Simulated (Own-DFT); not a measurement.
# Computed records: GaP (zincblende, atoms displaced)

All values are calculated (Own-DFT development build). A calculation, not a measurement: plane-wave PBE density functional theory by an unreviewed code, no spin, of a simulated periodic cell, stress positive in tension, free energy of the whole cell less one offset for each atom, forces on such cells passed a denser k mesh, this cell's mesh not checked; offsets are fitted by least squares, one for each functional and potential file, so energies compare only between cells with the same atoms and settings and are not formation energies; the far tail of each file's local potential was reset to the Coulomb form; each entry is a single point on an unrelaxed cell, so the pressure reflects the starting lattice, mostly measured values (interpolated for alloys), from which strain is counted, and rises with the displacements; printed positions are rounded, which can move forces by about a meV/angstrom; the program, named Own-DFT, is a retired in-house code; no spin-orbit coupling.

```yaml
- formula: GaP
  kind: "zincblende, atoms displaced"
  structure:
    cell_angstrom: [[10.901, 0.0, 0.0], [0.0, 10.901, 0.0], [0.0, 0.0, 10.901]]
    atoms_fractional:
      - [Ga, 0.99798, 0.00162, 0.99436]
      - [Ga, 0.00558, 0.24511, 0.24411]
      - [Ga, 0.23622, 0.0035, 0.26054]
      - [Ga, 0.26162, 0.24681, 0.99026]
      - [P, 0.12595, 0.141, 0.11781]
      - [P, 0.12292, 0.38671, 0.3893]
      - [P, 0.38669, 0.11355, 0.35451]
      - [P, 0.38111, 0.38422, 0.1319]
      - [Ga, 0.0053, 0.00679, 0.49707]
      - [Ga, 0.99113, 0.2486, 0.74569]
      - [Ga, 0.24793, 0.01082, 0.74745]
      - [Ga, 0.25246, 0.24218, 0.49312]
      - [P, 0.13115, 0.13858, 0.61082]
      - [P, 0.12158, 0.37649, 0.86589]
      - [P, 0.36651, 0.10676, 0.86032]
      - [P, 0.37556, 0.37925, 0.6299]
      - [Ga, 0.99237, 0.50896, 0.9987]
      - [Ga, 0.001, 0.75729, 0.25803]
      - [Ga, 0.22706, 0.49606, 0.24863]
      - [Ga, 0.24044, 0.75045, 0.99558]
      - [P, 0.13235, 0.63449, 0.13792]
      - [P, 0.13278, 0.88121, 0.37925]
      - [P, 0.38785, 0.63808, 0.37616]
      - [P, 0.39277, 0.87143, 0.12982]
      - [Ga, 0.99708, 0.50308, 0.48558]
      - [Ga, 0.00643, 0.75567, 0.75761]
      - [Ga, 0.24442, 0.51567, 0.74104]
      - [Ga, 0.22995, 0.75783, 0.49427]
      - [P, 0.11547, 0.63, 0.61843]
      - [P, 0.11961, 0.87496, 0.86569]
      - [P, 0.36532, 0.61443, 0.86772]
      - [P, 0.37986, 0.86523, 0.63623]
      - [Ga, 0.50647, 0.99566, 0.00072]
      - [Ga, 0.49344, 0.27385, 0.24624]
      - [Ga, 0.7535, 0.00893, 0.23868]
      - [Ga, 0.73323, 0.24332, 0.98668]
      - [P, 0.61603, 0.14525, 0.11699]
      - [P, 0.63172, 0.38494, 0.37021]
      - [P, 0.87666, 0.12095, 0.37045]
      - [P, 0.88274, 0.38217, 0.11908]
      - [Ga, 0.50355, 0.98987, 0.49856]
      - [Ga, 0.47797, 0.25155, 0.75126]
      - [Ga, 0.75384, 0.00203, 0.76493]
      - [Ga, 0.75495, 0.24858, 0.50086]
      - [P, 0.63252, 0.11536, 0.63301]
      - [P, 0.63746, 0.37953, 0.86075]
      - [P, 0.87153, 0.12378, 0.88017]
      - [P, 0.87409, 0.36555, 0.62174]
      - [Ga, 0.50196, 0.48925, 0.00359]
      - [Ga, 0.4948, 0.76566, 0.26765]
      - [Ga, 0.73313, 0.48418, 0.26274]
      - [Ga, 0.75464, 0.75631, 0.00355]
      - [P, 0.63091, 0.61759, 0.12859]
      - [P, 0.61579, 0.87004, 0.3837]
      - [P, 0.88402, 0.6234, 0.36402]
      - [P, 0.88982, 0.8641, 0.11765]
      - [Ga, 0.50994, 0.49204, 0.51302]
      - [Ga, 0.4904, 0.75754, 0.76197]
      - [Ga, 0.77218, 0.50877, 0.75364]
      - [Ga, 0.75821, 0.74506, 0.49841]
      - [P, 0.6439, 0.62674, 0.61764]
      - [P, 0.63936, 0.87119, 0.85942]
      - [P, 0.8748, 0.62075, 0.88146]
      - [P, 0.87993, 0.86205, 0.62625]
  settings:
    functional: PBE
    potential_files: "PseudoDojo norm-conserving, scalar-relativistic, standard set"
    "wave_cutoff [hartree]": 42.0
    occupations: Fermi-Dirac
    "smearing_width [eV]": 0.1
    hardware: "one NVIDIA H100"
    k_mesh: "3 x 3 x 3 centred on Gamma"
  results:
    "free_energy_of_cell_above_offsets [eV]": "-24.755"
    "pressure [GPa]": 5.07
    "stress_xx [GPa]": -4.95
    "stress_yy [GPa]": -4.99
    "stress_zz [GPa]": -5.26
    "stress_yz [GPa]": 2.05
    "stress_xz [GPa]": -0.59
    "stress_xy [GPa]": -1.28
    force_element: [Ga, Ga, Ga, Ga, P, P, P, P, Ga, Ga, Ga, Ga, P, P, P, P, Ga, Ga, Ga, Ga, P, P, P, P, Ga, Ga, Ga, Ga, P, P, P, P, Ga, Ga, Ga, Ga, P, P, P, P, Ga, Ga, Ga, Ga, P, P, P, P, Ga, Ga, Ga, Ga, P, P, P, P, Ga, Ga, Ga, Ga, P, P, P, P]
    "force_x [eV/angstrom]": [0.763, -1.018, 1.43, -0.171, 0.72, 1.117, -0.146, -3.056, -0.618, 0.974, -2.005, 2.029, -1.479, 0.338, 2.604, -1.143, 2.099, 0.853, 2.545, 1.461, -1.528, -2.522, -2.437, -2.607, -1.056, -1.589, -0.853, 3.229, -0.175, 1.528, 1.397, -2.031, 0.186, 1.474, -0.814, 1.764, -0.222, -3.925, 0.168, -1.57, -0.677, 2.363, 1.061, -1.074, -1.165, -1.862, 0.691, 0.453, 1.055, 0.978, 5.324, -0.928, -0.716, 3.601, -1.893, -0.841, -0.066, 1.347, -1.511, 0.339, -1.425, -1.568, 0.729, 0.071]
    "force_y [eV/angstrom]": [0.066, 1.705, 0.699, 0.829, -2.144, -2.798, 1.35, 0.317, -0.746, -0.253, -2.512, 1.468, -1.626, 0.31, 2.215, -0.059, -0.666, -0.221, 0.31, 0.095, 0.344, 0.572, -2.338, 0.835, 0.469, -1.962, -1.521, -1.922, -0.12, 1.785, 1.198, 1.754, -0.015, -2.102, -0.926, 1.64, -1.595, -4.866, 0.626, -1.468, 1.159, -0.585, -0.057, -0.81, 1.056, -0.258, 0.499, 1.833, 1.26, -1.717, 4.423, -1.348, 1.172, 0.784, 0.041, 1.791, 1.418, -1.955, -0.973, 0.444, -0.737, -0.72, 2.524, 2.026]
    "force_z [eV/angstrom]": [0.532, 0.799, -2.727, -0.016, -0.192, -1.687, 1.681, -1.484, 0.733, 0.379, -2.673, -1.222, 2.026, 0.521, 3.316, -1.184, 0.845, -0.203, 0.745, 0.352, -1.694, -0.742, 1.456, -1.309, 2.393, -1.172, -0.694, 1.637, 0.104, 1.464, 1.853, -1.964, -0.582, 1.427, -0.007, 0.199, 1.08, 4.855, -0.039, 1.043, 1.566, 0.122, -2.434, -0.376, -0.879, 0.275, -0.27, -0.225, -1.14, -1.912, -5.252, -0.222, 0.011, -0.655, 0.141, 0.693, -0.658, -0.011, -1.884, -1.039, 1.881, 2.652, -0.217, -0.015]
    "wall_time [s]": 595.1
```
